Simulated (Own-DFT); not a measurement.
# Computed records: Hf$_{36}$O$_{71}$ (tetragonal hafnia with one neutral oxygen vacancy, atoms displaced)

Computed with Own-DFT development build. A calculation, not a measurement: plane-wave PBE and HSE06 DFT by an unreviewed code, no spin, of a simulated cell at Gamma alone, so results move with cell size and shape, stress positive in tension, energies less offsets, not probed for a lower state with spin; hafnium file: forces about 75 meV/angstrom off all-electron values; oxygen file: force components 24 meV/angstrom off all-electron in a glass; k mesh not checked against a denser one; forces and stress are PBE's, HSE06 gives the energy alone, and its difference from PBE has offsets of its own; offsets are fitted by least squares, one for each functional and potential file, so energies compare only between cells with the same atoms and settings and are not formation energies; the far tail of each file's local potential was reset to the Coulomb form; each entry is a single point on an unrelaxed cell, so the pressure reflects the starting lattice, taken from the Materials Project, from which strain is counted, and rises with the displacements; printed positions are rounded, which can move forces by about a meV/angstrom; the program is a retired in-house code; no spin-orbit coupling.

Settings shared by all entries: first functional PBE; second functional HSE06; exact exchange share 0.25; screening 0.11 1/bohr; exchange divergence Gygi-Baldereschi; potential files PseudoDojo norm-conserving, scalar-relativistic, made for PBE, standard set; wave cutoff 48 hartree; occupations fixed; k mesh 1 x 1 x 1 centred on Gamma.

(1) Hf$_{36}$O$_{71}$ (tetragonal hafnia with one neutral oxygen vacancy, atoms displaced)

```
Hf36O71
1.0
     10.7800     0.0000     0.0000
      0.0000    10.7800     0.0000
      0.0000     0.0000    10.4493
Hf O Hf O Hf O Hf O Hf O Hf O Hf O Hf O Hf O Hf O Hf O Hf O Hf O Hf O Hf O Hf O Hf O Hf O
2 4 2 4 2 4 2 4 2 4 2 4 2 4 2 4 2 4 2 4 2 4 2 4 2 3 2 4 2 4 2 4 2 4 2 4
Direct
  0.99565 0.00016 0.00425
  0.16787 0.16260 0.24765
  0.00285 0.16690 0.15315
  0.16791 0.00243 0.34911
  0.00015 0.16031 0.40295
  0.16071 0.99840 0.09671
  0.00436 0.99968 0.49647
  0.16215 0.16642 0.74192
  0.99871 0.16716 0.65415
  0.16654 0.00140 0.84704
  0.99939 0.16743 0.90198
  0.16030 0.99908 0.59496
  0.00543 0.32904 0.99760
  0.16698 0.50031 0.24998
  0.00321 0.50356 0.15023
  0.16483 0.33309 0.34812
  0.99886 0.50259 0.40222
  0.16438 0.32762 0.10670
  0.00277 0.33517 0.50321
  0.16416 0.50088 0.74817
  0.00383 0.50006 0.65555
  0.16276 0.33378 0.85332
  0.99686 0.49832 0.90324
  0.16305 0.33056 0.60159
  0.99540 0.66738 0.99815
  0.17208 0.83881 0.24769
  0.00021 0.83652 0.15532
  0.16307 0.66441 0.34998
  0.00283 0.83363 0.40447
  0.16340 0.67038 0.10067
  0.99855 0.66334 0.49721
  0.16567 0.83616 0.74977
  0.99640 0.83604 0.64938
  0.16534 0.66374 0.85377
  0.99809 0.83310 0.90082
  0.17071 0.66910 0.59554
  0.33436 0.99972 0.99725
  0.50168 0.16305 0.25276
  0.33353 0.16763 0.15357
  0.49487 0.99865 0.34464
  0.33187 0.16804 0.40927
  0.49933 0.99867 0.09691
  0.33724 0.00026 0.49910
  0.50132 0.16323 0.74592
  0.33238 0.16840 0.65132
  0.50335 0.99910 0.84635
  0.33016 0.16454 0.90389
  0.50240 0.00340 0.59892
  0.33441 0.33844 0.00083
  0.50110 0.50330 0.24978
  0.33092 0.50430 0.15101
  0.50012 0.33589 0.34255
  0.33010 0.50020 0.40901
  0.49417 0.33397 0.09787
  0.33362 0.33231 0.50549
  0.50142 0.50342 0.75311
  0.32735 0.50506 0.65285
  0.49836 0.33601 0.84941
  0.33311 0.50120 0.90401
  0.50009 0.33703 0.59732
  0.33451 0.67024 0.99566
  0.50044 0.83066 0.24968
  0.33623 0.83455 0.15554
  0.50181 0.66809 0.34569
  0.33179 0.83465 0.40509
  0.50030 0.66533 0.09515
  0.33196 0.66326 0.50129
  0.50029 0.82832 0.75004
  0.33827 0.83523 0.65211
  0.49448 0.67027 0.84917
  0.33280 0.83373 0.89987
  0.49912 0.66942 0.60092
  0.66788 0.00402 0.99985
  0.83520 0.16473 0.25071
  0.66397 0.17265 0.14955
  0.66399 0.16763 0.40028
  0.82925 0.99719 0.10180
  0.66402 0.99679 0.50018
  0.82732 0.16586 0.74886
  0.66601 0.16650 0.64965
  0.83407 0.99853 0.84464
  0.66758 0.16638 0.89664
  0.83262 0.00068 0.59841
  0.66573 0.33376 0.00307
  0.83368 0.50086 0.25211
  0.66985 0.49721 0.15817
  0.83083 0.33399 0.34637
  0.66788 0.50081 0.40680
  0.83627 0.33324 0.10098
  0.66799 0.33031 0.49616
  0.83327 0.49923 0.75036
  0.66521 0.50177 0.65379
  0.83587 0.33477 0.84436
  0.66600 0.50188 0.89929
  0.83350 0.33166 0.59605
  0.66314 0.66707 0.99957
  0.83472 0.83195 0.25328
  0.66774 0.83309 0.15433
  0.83536 0.66623 0.34487
  0.67127 0.83328 0.40111
  0.83476 0.66275 0.10003
  0.66675 0.66700 0.49739
  0.82999 0.83381 0.74647
  0.66529 0.83702 0.65178
  0.83299 0.66524 0.85139
  0.66620 0.83625 0.90248
  0.83263 0.67082 0.60020
```

| Item | Value |
| --- | --- |
| PBE energy of cell above offsets | -101.056 eV |
| HSE06 less PBE above offsets | -0.155 eV |
| PBE pressure | 0.77 GPa |
| PBE stress xx | -0.35 GPa |
| PBE stress yy | -0.62 GPa |
| PBE stress zz | -1.35 GPa |
| PBE stress yz | 0.23 GPa |
| PBE stress xz | -0.37 GPa |
| PBE stress xy | 0.08 GPa |

Force:
```
element  x (eV/Å)  y (eV/Å)  z (eV/Å)
     Hf     0.157    -0.303    -0.881
     Hf     0.085      1.43     0.162
      O    -1.068    -0.514    -0.005
      O     0.291    -0.516    -0.085
      O     -0.75     1.429    -0.316
      O     1.398    -0.086     0.198
     Hf    -1.454    -0.771     0.499
     Hf     0.418     0.114     1.785
      O    -0.585     0.148    -0.409
      O    -0.006    -0.281    -0.406
      O    -0.195    -0.864     0.137
      O     2.065     0.109     0.656
     Hf    -0.245     0.948     0.533
     Hf    -0.492     0.117    -0.287
      O    -0.399    -0.226     0.662
      O    -0.167    -0.261     0.541
      O    -0.228    -1.095     0.259
      O     0.737     0.407    -0.982
     Hf    -0.482    -0.592    -0.944
     Hf     0.472     0.043     1.629
      O    -1.128     0.084     -1.05
      O     0.272    -0.005     -0.76
      O    -0.015     0.221    -0.146
      O     0.714     0.091    -0.029
     Hf     0.827    -0.663     0.393
     Hf    -1.209    -1.423     0.419
      O    -0.331     0.139     0.003
      O     0.356     0.706    -0.273
      O    -0.609    -0.114    -0.438
      O     0.828     0.399    -0.542
     Hf      0.72     1.303     0.427
     Hf    -0.466    -0.425    -0.043
      O     0.625    -0.322     0.687
      O     0.166     0.673    -1.019
      O     0.154     0.463     0.217
      O    -1.247     0.172     0.515
     Hf    -0.402     0.818     0.015
     Hf    -0.527         1    -0.809
      O      0.31    -0.616     0.359
      O     0.186    -0.308     0.787
      O     0.372    -0.064     -0.57
      O     0.413     0.172    -0.108
     Hf    -0.756    -0.257     0.394
     Hf    -0.534     0.514     0.893
      O     0.155    -0.099     0.139
      O    -0.334     0.129    -0.065
      O     0.439     0.442     0.052
      O     -0.61     0.217      -0.3
     Hf    -0.988    -1.024    -0.089
     Hf    -0.525    -0.884    -0.314
      O     0.578    -0.148     0.351
      O      0.03     -0.25     0.465
      O     0.446    -0.386    -0.679
      O     1.222      0.37    -0.133
     Hf     -0.21     0.251    -0.499
     Hf    -0.357    -0.834    -0.499
      O     1.116    -0.415     0.249
      O     0.099    -0.505     -0.39
      O      0.26     0.278     -0.21
      O     0.112    -0.156    -0.076
     Hf    -1.668    -0.796     0.824
     Hf     0.405     0.641    -0.405
      O     0.027    -0.029    -0.653
      O     0.063     -0.24     0.464
      O     0.073    -0.405    -0.323
      O    -0.036     0.002     0.377
     Hf    -0.218     0.629     0.065
     Hf    -0.021     1.165    -0.194
      O    -0.918     0.378      0.22
      O     0.396    -0.719     0.373
      O    -0.075     0.316     0.127
      O     0.521    -0.209    -0.402
     Hf    -0.638    -0.596    -0.225
     Hf     0.097     0.183    -0.022
      O     0.388     -0.32     0.068
      O     0.165    -0.961     -0.12
      O     0.292     0.603     0.111
     Hf     1.324     0.387       0.1
     Hf     0.957     0.072      0.14
      O    -0.252      0.24    -0.299
      O    -0.218     0.438     0.529
      O     0.089     0.501     0.456
      O    -0.345      0.12    -1.046
     Hf     0.293    -0.059     0.011
     Hf      1.25    -0.471    -0.966
      O    -1.049     0.047    -0.671
      O     0.074    -0.538     0.322
      O    -0.115     0.113    -0.354
      O    -0.425    -0.127    -0.833
     Hf    -0.053     0.637     0.449
     Hf     0.007     0.278     0.453
      O      0.23       0.1     0.053
      O    -0.554    -0.413     0.156
      O    -0.377    -0.138     0.646
      O    -0.033     0.246    -0.106
     Hf     1.655     0.515     0.069
     Hf     0.198     0.883    -0.422
      O    -0.253    -0.316    -0.002
      O    -0.154     0.103     0.935
      O    -0.009     0.165     0.104
      O    -1.074     0.265    -0.251
     Hf     0.062    -0.277     0.972
     Hf     0.953    -0.299     0.379
      O    -0.283    -0.154    -0.332
      O    -0.208     0.337    -0.544
      O    -0.039    -0.659     0.255
      O    -0.215     -0.41    -0.555
```

(2) Hf$_{36}$O$_{71}$ (tetragonal hafnia with one neutral oxygen vacancy, atoms displaced)

```
Hf36O71
1.0
     10.7800     0.0000     0.0000
      0.0000    10.7800     0.0000
      0.0000     0.0000    10.4493
Hf O Hf O Hf O Hf O Hf O Hf O Hf O Hf O Hf O Hf O Hf O Hf O Hf O Hf O Hf O Hf O Hf O Hf O
2 4 2 4 2 3 2 4 2 4 2 4 2 4 2 4 2 4 2 4 2 4 2 4 2 4 2 4 2 4 2 4 2 4 2 4
Direct
  0.99698 0.99338 0.99544
  0.16482 0.17361 0.25924
  0.00109 0.17804 0.16142
  0.16537 0.99550 0.34698
  0.00164 0.17127 0.41152
  0.17560 0.00431 0.09196
  0.01161 0.99799 0.50134
  0.16955 0.16705 0.74808
  0.99556 0.16710 0.65612
  0.16889 0.99661 0.85612
  0.99294 0.15796 0.90638
  0.16256 0.99314 0.60435
  0.99588 0.33369 0.99169
  0.16763 0.50473 0.25163
  0.99718 0.50158 0.14620
  0.17437 0.33767 0.34536
  0.17074 0.33127 0.09823
  0.00015 0.33277 0.50551
  0.16017 0.49971 0.75346
  0.99563 0.49878 0.64260
  0.16393 0.33222 0.84056
  0.99904 0.49450 0.90258
  0.16780 0.32831 0.58620
  0.00447 0.66722 0.00300
  0.16507 0.82912 0.25116
  0.00540 0.83688 0.15231
  0.17256 0.67028 0.35126
  0.99420 0.84109 0.40598
  0.16545 0.66481 0.09379
  0.99846 0.66552 0.49606
  0.17327 0.83429 0.74987
  0.01291 0.83345 0.65605
  0.17549 0.66816 0.84037
  0.99580 0.84132 0.90942
  0.16792 0.66645 0.58829
  0.32980 0.00705 0.99457
  0.49434 0.17357 0.25071
  0.33292 0.17378 0.15358
  0.50429 0.99914 0.34928
  0.33530 0.16863 0.40684
  0.50434 0.99947 0.09953
  0.33861 0.99486 0.50359
  0.49745 0.17014 0.74330
  0.32469 0.15981 0.65365
  0.50326 0.99409 0.83674
  0.33478 0.16254 0.90285
  0.50578 0.00434 0.59083
  0.32927 0.33808 0.00122
  0.48921 0.50022 0.25909
  0.33772 0.49709 0.15223
  0.49964 0.32946 0.34185
  0.33494 0.51029 0.40861
  0.50516 0.33589 0.09856
  0.33062 0.33817 0.51113
  0.50149 0.49931 0.74413
  0.33152 0.50329 0.65088
  0.49750 0.32570 0.84907
  0.33300 0.49794 0.90931
  0.49679 0.33466 0.60111
  0.33208 0.66972 0.00898
  0.49662 0.82916 0.24800
  0.32673 0.82870 0.15101
  0.50057 0.66857 0.35095
  0.33936 0.83319 0.39918
  0.49903 0.66148 0.10280
  0.32970 0.65829 0.50238
  0.50365 0.83071 0.74547
  0.34213 0.82186 0.64851
  0.49676 0.66040 0.85405
  0.33442 0.83781 0.88819
  0.50032 0.67367 0.59658
  0.66631 0.99901 0.00746
  0.82573 0.17169 0.25774
  0.67816 0.16041 0.15466
  0.83031 0.99731 0.35232
  0.65745 0.17719 0.40046
  0.83379 0.00506 0.09467
  0.66840 0.00709 0.50183
  0.83827 0.16602 0.74553
  0.65977 0.16492 0.65377
  0.83150 0.99475 0.84932
  0.67123 0.16515 0.89439
  0.83357 0.00673 0.60498
  0.67440 0.32369 0.00450
  0.83262 0.49348 0.25159
  0.66376 0.50204 0.15410
  0.83346 0.33381 0.35182
  0.66786 0.49776 0.40407
  0.83666 0.33517 0.09775
  0.66670 0.32792 0.49613
  0.83548 0.50158 0.74964
  0.66746 0.49767 0.64915
  0.83557 0.32770 0.84433
  0.66955 0.49615 0.90730
  0.82456 0.33966 0.59759
  0.67192 0.66281 0.99244
  0.82956 0.83501 0.24805
  0.66984 0.83175 0.15452
  0.84116 0.66837 0.35096
  0.65547 0.83727 0.40323
  0.83260 0.66775 0.10450
  0.65352 0.67681 0.50514
  0.82984 0.83327 0.74401
  0.66922 0.83226 0.64683
  0.83097 0.66017 0.85096
  0.66408 0.82752 0.90664
  0.83266 0.66450 0.60026
```

| Quantity | Value |
| --- | --- |
| PBE energy of cell above offsets | -96.174 eV |
| HSE06 less PBE above offsets | 0.088 eV |
| PBE pressure | 2.82 GPa |
| PBE stress xx | -2.95 GPa |
| PBE stress yy | -2.38 GPa |
| PBE stress zz | -3.13 GPa |
| PBE stress yz | -1.46 GPa |
| PBE stress xz | -0.28 GPa |
| PBE stress xy | -0.14 GPa |

Force:
```
element  x (eV/Å)  y (eV/Å)  z (eV/Å)
     Hf     0.768     2.283     2.232
     Hf     0.033    -1.285    -1.837
      O    -0.442    -0.221     0.501
      O    -0.072      0.77     0.565
      O     0.458     -0.66    -0.194
      O    -1.705    -0.006     0.954
     Hf    -1.945      0.26    -0.265
     Hf     -1.38     -1.73     1.447
      O     2.346     0.664    -0.571
      O    -0.201     0.903    -1.564
      O     0.355     1.649    -0.679
      O     2.222     0.595      0.03
     Hf     0.551    -2.287     1.978
     Hf    -1.112     -0.98    -0.709
      O      1.13     0.076     1.101
      O     -0.24     1.161     0.544
      O    -1.348      0.67    -0.559
     Hf    -1.531     0.937    -0.924
     Hf     0.634     1.033    -0.559
      O     1.342    -0.159     0.634
      O     0.001    -0.038     0.216
      O     0.625     1.911    -1.246
      O    -0.862     0.129     2.057
     Hf    -2.394     0.319     0.159
     Hf     0.448     1.929    -0.036
      O    -0.763     -0.43      0.07
      O    -0.797    -0.815    -0.628
      O     0.567    -1.604    -0.155
      O    -0.006    -0.397     0.954
     Hf    -1.094     0.206    -0.068
     Hf     1.196     0.686     0.157
      O    -2.708    -0.341    -0.018
      O    -1.122    -0.983     0.727
      O     0.292    -4.179    -1.643
      O    -1.077    -0.445     1.025
     Hf     0.794     -1.81     0.502
     Hf     0.048    -2.184    -0.828
      O    -0.012    -0.218     0.369
      O    -0.568     0.788    -0.618
      O    -0.129    -0.216     0.482
      O    -1.194     0.033    -0.277
     Hf     0.091    -0.041    -1.482
     Hf     0.478    -1.027      1.79
      O      1.33     0.389    -0.667
      O     0.116     1.193       0.1
      O    -0.454     1.896    -0.899
      O     -1.39    -0.381     0.693
     Hf     1.931    -1.342     0.526
     Hf     3.347     0.341    -1.328
      O    -1.688     0.294     0.399
      O    -0.635     1.918     1.547
      O     0.252    -3.877    -1.855
      O    -0.326    -0.794    -0.278
     Hf     1.164    -0.728    -2.487
     Hf     0.736    -0.607     1.911
      O    -0.357     -0.42     0.462
      O    -0.127     1.449    -0.718
      O    -0.734     0.673     -0.72
      O    -0.099    -0.194    -0.253
     Hf     2.178      0.58    -1.952
     Hf     0.418     1.012     0.368
      O     0.663    -0.499    -0.289
      O     0.099    -0.622     0.196
      O    -0.318    -0.046     0.466
      O    -0.172     0.821     -0.23
     Hf     0.522     4.218     0.684
     Hf    -0.736    -0.188     2.008
      O    -1.321     1.301    -0.293
      O     0.313     0.286    -1.201
      O     0.125    -0.781     1.738
      O    -0.976    -1.102     1.266
     Hf     0.373    -0.027    -1.612
     Hf     2.784     -1.76    -0.537
      O     -2.44     0.747    -0.793
      O     -0.55      1.38    -0.277
      O     0.973    -2.504     -0.59
      O     0.375    -0.706      0.79
     Hf     0.465    -0.494    -1.172
     Hf    -2.325    -1.406     1.631
      O     1.378     0.336    -1.107
      O    -0.066    -0.039     -0.72
      O    -0.339    -0.254     1.416
      O     0.362    -0.686    -0.747
     Hf     -1.67     0.907    -0.883
     Hf    -1.355     2.159    -0.482
      O     0.498    -0.284     0.823
      O     0.395     0.041     0.411
      O    -0.335     0.408     0.251
      O    -0.118     0.127     0.383
     Hf    -0.343     3.168     1.287
     Hf    -1.667    -0.679    -0.509
      O    -0.784     0.638      1.12
      O     0.572     1.286     0.408
      O     0.102    -0.947    -0.872
      O     1.628     -0.96     0.006
     Hf    -0.734     -0.76     2.012
     Hf     0.803    -0.535     0.497
      O    -0.847     0.286    -0.183
      O     0.423    -0.515    -0.327
      O     0.725    -0.311      0.18
      O     1.015     0.226    -1.089
     Hf      2.91    -1.433     -2.07
     Hf     1.416     0.304     0.915
      O    -0.111     0.081     0.112
      O     0.499     1.243    -0.187
      O      0.25     0.789    -0.916
      O     0.208     0.447    -0.005
```
